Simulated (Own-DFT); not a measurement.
SiGe$_{3}$ (diamond-structure random alloy, atoms displaced) (calculated)

Computed with Own-DFT development build. A calculation, not a measurement: plane-wave density functional theory by an unreviewed code, no spin, of a simulated periodic cell, stress positive in tension, run twice, with PBE and with PBEsol, both on files made for PBE, so the change isn't that of files made for PBEsol, forces on such cells passed a denser k mesh, this cell's mesh not checked; the far tail of each file's local potential was reset to the Coulomb form; each entry is a single point on an unrelaxed cell, so the pressure reflects the starting lattice, mostly measured values (interpolated for alloys), from which strain is counted, and rises with the displacements; printed positions are rounded, which can move forces by about a meV/angstrom; the program, named Own-DFT, is a retired in-house code; no spin-orbit coupling; stress was not checked against mesh or cutoff.

SiGe$_{3}$ (diamond-structure random alloy, atoms displaced)

```
CELL_PARAMETERS angstrom
11.20250 0.00000 0.00000
0.00000 11.20250 0.00000
0.00000 0.00000 11.20250
ATOMIC_POSITIONS crystal
Ge 0.00204 0.00755 0.00007
Ge 0.99010 0.25383 0.25078
Ge 0.24181 0.00648 0.25200
Ge 0.25283 0.25150 0.99394
Ge 0.13777 0.12543 0.11693
Si 0.12421 0.37128 0.37840
Si 0.37360 0.12842 0.37312
Si 0.38082 0.37917 0.12448
Ge 0.99948 0.99531 0.49670
Ge 0.00430 0.25543 0.75772
Ge 0.25162 0.99630 0.74756
Ge 0.25778 0.24805 0.50298
Ge 0.12189 0.12571 0.62219
Ge 0.11251 0.37246 0.86929
Si 0.37147 0.12192 0.87803
Ge 0.37986 0.37626 0.62925
Ge 0.00357 0.50535 0.99939
Ge 0.99638 0.74324 0.25099
Ge 0.24843 0.49884 0.25018
Ge 0.25649 0.75350 0.99999
Si 0.12402 0.61994 0.12373
Ge 0.12281 0.87555 0.38423
Ge 0.37891 0.63073 0.38052
Ge 0.36936 0.87878 0.12201
Ge 0.00184 0.49368 0.49502
Ge 0.99788 0.75412 0.75780
Ge 0.25788 0.50686 0.75744
Ge 0.24669 0.75671 0.49621
Si 0.12465 0.61769 0.62384
Si 0.12929 0.87357 0.86429
Ge 0.37745 0.62819 0.87084
Ge 0.37595 0.88102 0.62441
Ge 0.48819 0.99187 0.99839
Ge 0.49644 0.25283 0.24733
Si 0.74594 0.00356 0.26186
Ge 0.74828 0.24650 0.00383
Si 0.62837 0.12744 0.12383
Ge 0.62794 0.37619 0.36736
Ge 0.88034 0.12295 0.36986
Si 0.87081 0.37148 0.11936
Ge 0.50631 0.00994 0.49917
Ge 0.49790 0.24289 0.76536
Ge 0.75310 0.00610 0.74789
Ge 0.75840 0.24156 0.50428
Si 0.62931 0.11821 0.63797
Ge 0.62191 0.36790 0.88271
Si 0.88151 0.12798 0.87006
Ge 0.87580 0.36830 0.61803
Ge 0.51206 0.50130 0.00466
Ge 0.50451 0.75306 0.24530
Ge 0.74936 0.49537 0.25900
Ge 0.75406 0.75363 0.99907
Si 0.61891 0.62654 0.12183
Si 0.62290 0.87941 0.38366
Ge 0.86434 0.61834 0.37878
Ge 0.86818 0.87385 0.12517
Ge 0.50163 0.50905 0.49238
Ge 0.49745 0.76394 0.74299
Ge 0.75086 0.50093 0.74768
Ge 0.74765 0.75437 0.49615
Ge 0.62193 0.63044 0.62702
Si 0.62342 0.87057 0.86994
Si 0.87664 0.62233 0.88867
Ge 0.88054 0.87504 0.63569
```

```
functional                                        : PBE, then PBEsol
potential files                                   : PseudoDojo norm-conserving, scalar-relativistic, standard set
wave cutoff                                       : 42 hartree
occupations                                       : Fermi-Dirac
smearing width                                    : 0.1 eV
k mesh                                            : 3 x 3 x 3 centred on Gamma
PBE pressure                                      : 3.94 GPa
PBE stress xx                                     : -3.93 GPa
PBE stress yy                                     : -4.11 GPa
PBE stress zz                                     : -3.79 GPa
PBE stress yz                                     : -0.37 GPa
PBE stress xz                                     : -0.97 GPa
PBE stress xy                                     : -0.31 GPa
PBEsol pressure                                   : 1.22 GPa
PBEsol stress xx                                  : -1.22 GPa
PBEsol stress yy                                  : -1.37 GPa
PBEsol stress zz                                  : -1.08 GPa
PBEsol stress yz                                  : -0.35 GPa
PBEsol stress xz                                  : -0.93 GPa
PBEsol stress xy                                  : -0.3 GPa
rms change of force components from PBE to PBEsol : 0.048 eV/Å
```

Force:
| force element | PBE force x (eV/Å) | PBE force y (eV/Å) | PBE force z (eV/Å) | PBEsol force x (eV/Å) | PBEsol force y (eV/Å) | PBEsol force z (eV/Å) |
| --- | --- | --- | --- | --- | --- | --- |
| Ge | 0.033 | -1.184 | -0.714 | 0.055 | -1.142 | -0.637 |
| Ge | 1.753 | 0.299 | -0.965 | 1.691 | 0.224 | -0.906 |
| Ge | 0.955 | -0.793 | 0.672 | 0.893 | -0.79 | 0.6 |
| Ge | 0.477 | 1.055 | 0.073 | 0.388 | 1.007 | 0.084 |
| Ge | -1.714 | 0.942 | 0.74 | -1.661 | 0.892 | 0.709 |
| Si | 0.49 | -0.332 | -0.688 | 0.476 | -0.327 | -0.672 |
| Si | 0.391 | -0.214 | -0.116 | 0.38 | -0.21 | -0.11 |
| Si | -0.756 | 0.079 | -0.337 | -0.736 | 0.08 | -0.325 |
| Ge | -0.608 | 0.764 | 1.087 | -0.575 | 0.745 | 1.056 |
| Ge | -1.825 | -1.86 | -2.505 | -1.729 | -1.757 | -2.46 |
| Ge | -0.39 | 1.097 | 0.345 | -0.364 | 1.062 | 0.263 |
| Ge | -0.709 | 0.427 | -0.243 | -0.702 | 0.42 | -0.166 |
| Ge | 0.35 | -0.11 | 0.333 | 0.352 | -0.114 | 0.321 |
| Ge | 2.871 | 2.078 | 1.758 | 2.78 | 2.004 | 1.705 |
| Si | -0.327 | -0.537 | -0.228 | -0.325 | -0.531 | -0.223 |
| Ge | 0.422 | 0.183 | -0.053 | 0.395 | 0.176 | -0.048 |
| Ge | -0.537 | -1.171 | 0.726 | -0.492 | -1.188 | 0.666 |
| Ge | 0.152 | 0.055 | -0.093 | 0.106 | 0.082 | -0.062 |
| Ge | 0.172 | -0.15 | 0.175 | 0.195 | -0.118 | 0.199 |
| Ge | -1.706 | -0.802 | -0.511 | -1.585 | -0.767 | -0.494 |
| Si | 0.73 | 0.985 | 0.324 | 0.719 | 0.961 | 0.32 |
| Ge | -0.222 | -0.203 | -2.124 | -0.212 | -0.19 | -2.043 |
| Ge | -0.993 | 0.438 | -1.483 | -0.954 | 0.419 | -1.432 |
| Ge | -0.077 | -0.24 | 1.827 | -0.066 | -0.239 | 1.741 |
| Ge | 0.104 | 0.549 | 0.55 | 0.02 | 0.53 | 0.542 |
| Ge | 0.621 | -2.02 | -0.036 | 0.56 | -1.921 | -0.08 |
| Ge | -1.651 | -1.201 | -1.252 | -1.559 | -1.184 | -1.188 |
| Ge | 0.536 | -1.288 | 1.573 | 0.55 | -1.21 | 1.491 |
| Si | -0.031 | 0.936 | 0.247 | -0.029 | 0.915 | 0.24 |
| Si | -0.125 | 0.365 | 1.706 | -0.118 | 0.358 | 1.662 |
| Ge | 1.37 | 0.645 | 1.178 | 1.311 | 0.627 | 1.135 |
| Ge | -0.25 | 0.363 | -1.421 | -0.246 | 0.348 | -1.36 |
| Ge | 2.131 | 1.222 | -0.53 | 2.021 | 1.147 | -0.471 |
| Ge | 0.3 | -0.572 | -0.275 | 0.336 | -0.517 | -0.237 |
| Si | -0.458 | -0.424 | -1.23 | -0.37 | -0.403 | -1.202 |
| Ge | 0.923 | -0.403 | -0.673 | 0.856 | -0.344 | -0.702 |
| Si | -0.945 | -1.301 | 0.791 | -0.956 | -1.229 | 0.738 |
| Ge | -0.869 | -1.322 | 1.847 | -0.838 | -1.257 | 1.769 |
| Ge | -0.627 | -0.538 | 0.553 | -0.568 | -0.478 | 0.574 |
| Si | 0.277 | 1.058 | 0.602 | 0.267 | 1.028 | 0.591 |
| Ge | -0.61 | 0.005 | 0.3 | -0.626 | -0.03 | 0.331 |
| Ge | 0.143 | -0.129 | -1.388 | 0.161 | -0.05 | -1.341 |
| Ge | 0.338 | -1.109 | 1.502 | 0.377 | -1.126 | 1.43 |
| Ge | -1.756 | -0.381 | -0.483 | -1.647 | -0.334 | -0.49 |
| Si | -0.857 | 1.698 | -1.275 | -0.837 | 1.656 | -1.25 |
| Ge | 0.932 | 0.736 | -0.698 | 0.893 | 0.706 | -0.665 |
| Si | -0.708 | 0.024 | 0.864 | -0.69 | 0.023 | 0.844 |
| Ge | 0.506 | 0.898 | 1.198 | 0.492 | 0.866 | 1.148 |
| Ge | -1.708 | -0.1 | -0.58 | -1.658 | -0.127 | -0.64 |
| Ge | -0.287 | 0.453 | 0.53 | -0.348 | 0.44 | 0.525 |
| Ge | 0.174 | 0.627 | -3.025 | 0.157 | 0.608 | -2.852 |
| Ge | -1.474 | -0.87 | -0.303 | -1.392 | -0.807 | -0.245 |
| Si | 1.972 | 0.459 | 0.966 | 1.927 | 0.451 | 0.946 |
| Si | 0.187 | 0.018 | -1.288 | 0.14 | -0.031 | -1.211 |
| Ge | 1.301 | 0.733 | 0.154 | 1.255 | 0.702 | 0.143 |
| Ge | 0.697 | 1.298 | 1.033 | 0.699 | 1.215 | 0.968 |
| Ge | 0.663 | -1.414 | 1.177 | 0.641 | -1.35 | 1.142 |
| Ge | 0.439 | -1.333 | 0.708 | 0.385 | -1.33 | 0.637 |
| Ge | 0.166 | -0.232 | 0.7 | 0.129 | -0.25 | 0.651 |
| Ge | 0.269 | 0.137 | 1.125 | 0.291 | 0.076 | 1.129 |
| Ge | 0.248 | 0.005 | -0.274 | 0.237 | 0.007 | -0.284 |
| Si | 0.484 | 0.98 | 0.574 | 0.47 | 0.955 | 0.561 |
| Si | -0.498 | 0.5 | -1.68 | -0.487 | 0.492 | -1.645 |
| Ge | -0.864 | 0.121 | -1.466 | -0.833 | 0.124 | -1.421 |
